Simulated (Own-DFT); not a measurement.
# Cleaving wurtzite GaN, m plane (10-10)

Everything here is calculated. The program is Own-DFT (plane waves, in-house, since retired, never reviewed by a person); positions were held fixed, and spin and spin-orbit coupling were off.

Limits (not all hold for every row): some atoms lie very close together; forces not confirmed at this smearing and k mesh; k mesh not checked against a denser one.

Both sets of runs: PBE; PseudoDojo norm-conserving scalar-relativistic files (stringent for Ga); cutoff 96 hartree; Gaussian smearing of 0.01 eV. The slab has 64 atoms in 16 layers, two equal faces of 33.07 Å² as cut, 15 Å of vacuum, a dipole correction along the normal and a 6 x 6 x 1 mesh. The bulk cell has 72 atoms, the same measured lattice constants and a 4 x 4 x 3 mesh. In the slab only the 16 atoms nearest the faces were moved at random; u is their rms move along one axis. Energies are counted from -3520.29 eV for each atom.

| slab run | u (Å) | E (eV, cell) |
|---|---|---|
| 1 | 0.0443 | 8.881 |
| 2 | 0.0473 | 7.790 |
| 3 | 0.0522 | 8.841 |
| 4 | 0.0539 | 8.921 |
| 5 | 0.0557 | 8.684 |
| 6 | 0.0562 | 9.254 |
| 7 | 0.0898 | 10.272 |
| 8 | 0.0977 | 10.780 |
| 9 | 0.1007 | 11.347 |
| 10 | 0.1009 | 11.216 |
| 11 | 0.1010 | 12.177 |
| 12 | 0.1074 | 12.257 |

```
bulk run   u (Å)  E (meV/atom)
       1  0.0191          1.14
       2  0.0196          0.26
       3  0.0199          2.58
       4  0.0199          2.01
       5  0.0505         66.41
       6  0.0949        273.29
       7  0.0953        295.58
       8  0.0962        230.88
       9  0.0986        257.33
      10  0.1056        313.06
```

The question: what is the energy of the unrelaxed surface?

## Answer

Take each set to u = 0 with E = a + b u². Residuals are scaled by 1/(u² + 0.0006 Å²) to tame the large moves. Slab: a = 7.75 ± 0.25 eV. Bulk: a = -9.9 ± 1.2 meV/atom. The excess is 7.75 - 64 x (-0.0099) = 8.38 ± 0.26 eV. Over two faces that is 127 meV/Å², or 2.03 ± 0.06 J/m². Relaxing the faces would lower the energy, and the unlike meshes and the reach from the smallest u down to zero add errors that aren't counted here.
